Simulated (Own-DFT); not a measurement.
GaP (zincblende, strained, atoms displaced) (calculated)

Computed with Own-DFT development build. A calculation, not a measurement: plane-wave PBE density functional theory by an unreviewed code, no spin, of a simulated periodic cell, stress positive in tension, free energy of the whole cell less one offset for each atom, forces on such cells passed a denser k mesh, this cell's mesh not checked; offsets are fitted by least squares, one for each functional and potential file, so energies compare only between cells with the same atoms and settings and are not formation energies; the far tail of each file's local potential was reset to the Coulomb form; each entry is a single point on an unrelaxed cell, so the pressure reflects the starting lattice, mostly measured values (interpolated for alloys), from which strain is counted, and rises with the displacements; printed positions are rounded, which can move forces by about a meV/angstrom; the program, named Own-DFT, is a retired in-house code; no spin-orbit coupling.

Settings shared by all entries: functional PBE; potential files PseudoDojo norm-conserving, scalar-relativistic, standard set; wave cutoff 42 hartree; occupations Fermi-Dirac; smearing width 0.1 eV; k mesh 3 x 3 x 3 centred on Gamma.

(1) 
```xyz
64
Lattice="10.9844 0.1228 0.1814 0.1228 10.9796 0.1333 0.1814 0.1333 11.0737" Properties=species:S:1:pos:R:3:force_x:R:1:force_y:R:1:force_z:R:1 formula=GaP free_energy_of_cell_above_offsets=-33.362 pressure=0.94 stress_xx=-1.01 stress_yy=-1.19 stress_zz=-0.61 stress_yz=2.48 stress_xz=2.63 stress_xy=1.93
Ga    11.0866     0.2907    11.2223      0.517     -0.391      0.342
Ga    11.0055     2.8983     2.9415      1.365     -0.123      0.646
Ga     2.9083     0.0994     2.7428     -1.008       0.21      0.747
Ga     2.7915     2.7980     0.0930     -0.251     -0.182     -0.368
P      1.4030     1.3814     1.4071     -0.097     -0.031     -0.103
P      1.4997     4.2286     4.1559     -0.207     -1.298      0.712
P      4.1836     1.4961     4.2489      0.249     -0.432     -0.467
P      4.2057     4.1283     1.5291     -0.898       0.84     -0.501
Ga     0.0919     0.1065     5.5466      0.572      0.027      0.068
Ga    11.1492     2.9753     8.4232     -0.421      0.119      0.927
Ga     3.0426    11.0648     8.4874     -0.312     -0.117      0.967
Ga     2.8973     2.7834     5.6389     -1.011      0.584        0.3
P      1.5079     1.3497     7.0983      -0.29      0.915      -1.53
P      1.4589     4.2695     9.7893      0.996     -0.911     -0.594
P      4.2818     1.4924     9.6976     -0.588       -0.2      1.323
P      4.2219     4.1909     7.0656        0.3      0.364     -0.292
Ga    11.0380     5.5550     0.2797      0.316      1.416      0.333
Ga    11.0697     8.3571     3.1307      1.009      0.976     -0.751
Ga     2.7965     5.5950     2.8332      1.157     -0.134      0.618
Ga     3.0302     8.4154    11.1510      -0.12      -0.15      0.885
P      1.5027     6.9082     1.5574     -0.791      0.504     -1.378
P      1.5455     9.7292     4.2801     -0.103      0.044      -0.48
P      4.2086     7.0380     4.3275      0.206      -0.74     -0.424
P      4.2493     9.6553     1.5962      0.374     -0.128     -1.087
Ga     0.1570     5.4973     5.6057      0.752      0.562      0.253
Ga    11.1026     8.3409     8.6087      1.596      1.285     -0.978
Ga     2.8702     5.5988     8.4525       0.58     -0.195      0.246
Ga     2.8568     8.3911     5.6687      0.231      0.101      0.302
P      1.6595     6.9588     7.0764     -1.386      -0.02     -0.603
P      1.6258     9.6966     9.8333     -0.624      0.245     -0.321
P      4.3418     6.9894     9.8340     -0.287     -0.249      0.039
P      4.2788     9.7647     7.1027      0.216     -0.822     -0.375
Ga     5.5171     0.1032     0.1081     -0.077       0.19      0.259
Ga     5.5174     2.8733     2.8786      0.542      0.177      1.116
Ga     8.4341    11.0731     3.0714     -0.152      1.089     -0.045
Ga     8.2491     2.8316     0.2094      0.059      0.855      0.265
P      6.8645     1.5741     1.5928      0.461     -1.422     -0.441
P      7.0315     4.2497     4.2893     -0.923     -0.685      0.399
P      9.7337     1.5659     4.3475     -0.357     -0.533      -0.24
P      9.7822     4.2316     1.6178     -2.016      0.076     -0.319
Ga     5.4916     0.1349     5.6424      1.156       0.05     -0.086
Ga     5.5743     2.8594     8.4681      1.022      0.895     -0.296
Ga     8.3659     0.2392     8.4117      0.718     -0.537       0.35
Ga     8.4219     2.9044     5.7123     -0.751      0.033      0.444
P      6.9740     1.4966     7.1365     -0.358       0.69     -1.382
P      7.0455     4.3455     9.9032      -0.03      -0.57      -0.51
P      9.6905     1.6305     9.9001      0.541      -0.18     -0.896
P      9.7088     4.3613     7.1274      0.433     -0.722     -0.158
Ga     5.5145     5.5458     0.1752       0.39      0.346      0.319
Ga     5.6181     8.3528     2.9556      0.461     -0.094      0.397
Ga     8.2871     5.5969     2.9673      1.246      0.598     -0.265
Ga     8.2889     8.4536     0.2400      0.169     -0.774     -0.156
P      6.9718     6.9687     1.5757     -0.354     -0.069     -0.268
P      7.1011     9.7387     4.3669     -1.274      -0.02      0.341
P      9.8734     6.9874     4.3940     -2.018     -0.422      0.696
P      9.6678     9.7025     1.6930      0.849      0.117     -0.329
Ga     5.6221     5.6088     5.6359     -0.121      0.128      0.382
Ga     5.6225     8.4213     8.5298      0.902     -0.043     -0.491
Ga     8.4309     5.6953     8.5266     -0.346      0.598      0.281
Ga     8.3856     8.4220     5.7892       1.02     -0.147     -0.299
P      7.0488     7.0269     7.0428     -0.593     -0.201      0.892
P      7.1152     9.8539     9.8885     -0.275     -0.353     -0.085
P      9.8902     7.0949     9.9468     -1.589      -0.81      1.062
P      9.8802     9.8039     7.1448     -0.777     -0.331      0.603
```

Units: free_energy_of_cell_above_offsets in eV; pressure, stress_xx, stress_yy, stress_zz, stress_yz, stress_xz, stress_xy in GPa; force_x, force_y, force_z in eV/Å.

(2) 
```xyz
64
Lattice="11.0998 -0.0644 -0.1076 -0.0644 11.0818 0.0418 -0.1076 0.0418 11.0749" Properties=species:S:1:pos:R:3:force_x:R:1:force_y:R:1:force_z:R:1 formula=GaP free_energy_of_cell_above_offsets=-33.913 pressure=-0.81 stress_xx=0.88 stress_yy=0.79 stress_zz=0.75 stress_yz=0.03 stress_xz=-1.3 stress_xy=-1.11
Ga    10.9269    11.0302    11.0037     -0.014      0.542      0.013
Ga     0.0151     2.7328     2.7595     -0.786       0.46      0.546
Ga     2.7770    -0.0031     2.6834     -0.357      0.143      0.929
Ga     2.7101     2.8184    -0.0015      0.337      -0.22      -0.28
P      1.3658     1.4209     1.4185      0.069     -0.517     -0.807
P      1.3115     4.1795     4.1262      0.041      0.267       0.33
P      4.1464     1.3553     4.1457     -0.294      0.181     -0.395
P      4.0705     4.2304     1.3492      0.694     -0.873      0.026
Ga    10.9241    10.9289     5.4801      0.221      0.882      0.741
Ga    10.9617     2.6605     8.0949     -0.051      0.568      1.115
Ga     2.6353    11.0700     8.3501     -0.534      0.393      -0.03
Ga     2.7638     2.7907     5.4799     -0.633     -0.167      0.176
P      1.3023     1.4365     6.9834      0.452     -0.717     -1.286
P      1.2508     4.1951     9.6904     -0.855      -0.07     -0.085
P      3.9978     1.4157     9.6376       0.35     -0.108      0.833
P      4.0489     4.2038     6.8649       0.31     -0.278      0.595
Ga    10.9890     5.3960     0.0509      0.946      0.925     -1.378
Ga    11.0109     8.2517     2.7144      0.357      0.463     -0.546
Ga     2.7026     5.5599     2.7094     -0.299     -0.028      0.223
Ga     2.6809     8.4173    11.0153     -0.373     -0.332     -0.036
P      1.3697     6.9494     1.3404     -0.461      0.311      0.267
P      1.2647     9.7595     4.2640      0.251     -0.489     -1.091
P      4.0826     6.8850     4.0690     -0.111      0.187      1.249
P      4.0781     9.7463     1.4036      0.243     -0.979      0.109
Ga    10.9920     5.5613     5.5381     -0.267     -0.671      -1.18
Ga    -0.0797     8.3084     8.3296     -0.446     -0.438      0.063
Ga     2.6436     5.5538     8.3127      0.382     -0.076      0.243
Ga     2.5804     8.2845     5.5678      0.986       0.25     -0.636
P      1.2956     6.9186     6.9100     -0.122      0.274      0.856
P      1.1306     9.7560     9.6726      1.189     -0.159      0.447
P      4.1168     6.9296     9.6876     -0.648      0.276       -0.3
P      3.9549     9.7395     6.9347      0.561     -0.187       -0.7
Ga     5.4777    11.0399     0.0700     -0.986     -0.435      -1.69
Ga     5.5118     2.6963     2.7060     -0.513      0.258     -0.339
Ga     8.2679    11.0343     2.7209      -0.33      0.511      0.065
Ga     8.2284     2.8145    10.9925     -0.417     -0.904      0.019
P      6.7843     1.2693     1.2669      2.009        1.6      1.207
P      6.8120     4.0911     4.0756       0.91      0.377      0.232
P      9.6852     1.3380     4.1318     -0.133       0.08     -0.593
P      9.6197     4.1400     1.3268     -0.096     -0.814      1.014
Ga     5.5799     0.0218     5.4333     -0.534     -0.348      0.601
Ga     5.4344     2.7288     8.2792     -0.221      0.134     -0.357
Ga     8.2968     0.0990     8.2451      -1.15     -1.628     -0.407
Ga     8.3110     2.7702     5.5025      -0.95     -0.534     -0.799
P      6.8813     1.3483     6.8910     -0.074      0.654     -0.281
P      6.8278     4.1099     9.6235     -0.281      0.351      0.052
P      9.5497     1.2962     9.5827      1.362      1.727      1.107
P      9.5888     4.1170     6.8059      0.439      0.573      0.695
Ga     5.5718     5.4936    -0.0264     -0.207     -0.303      -0.16
Ga     5.4959     8.2236     2.7897     -0.016      0.655     -0.262
Ga     8.2916     5.6028     2.7462     -0.717     -0.847     -0.134
Ga     8.2283     8.3235    -0.0403      0.202     -0.495     -0.489
P      6.8735     6.8928     1.3237      0.302      0.341      0.307
P      6.8837     9.7081     4.1715     -0.259     -0.458     -0.551
P      9.6021     6.9515     4.0745       0.27       0.08      0.887
P      9.5875     9.7250     1.2627      0.528     -0.704      0.831
Ga     5.5281     5.5019     5.5614     -0.479       0.05      -0.84
Ga     5.3616     8.3747     8.2501      0.658     -0.262      0.199
Ga     8.1810     5.4832     8.2277      0.652      0.078      0.476
Ga     8.1673     8.3087     5.5597      0.832      0.212     -0.175
P      6.9142     6.8603     6.8527      -1.03      0.657      0.533
P      6.7663     9.7578     9.7042     -0.157      -0.05      -0.66
P      9.5974     6.9033     9.6322      -0.34     -0.165      0.206
P      9.5967     9.6728     6.9982     -0.408     -0.203     -0.707
```

Units: free_energy_of_cell_above_offsets in eV; pressure, stress_xx, stress_yy, stress_zz, stress_yz, stress_xz, stress_xy in GPa; force_x, force_y, force_z in eV/Å.
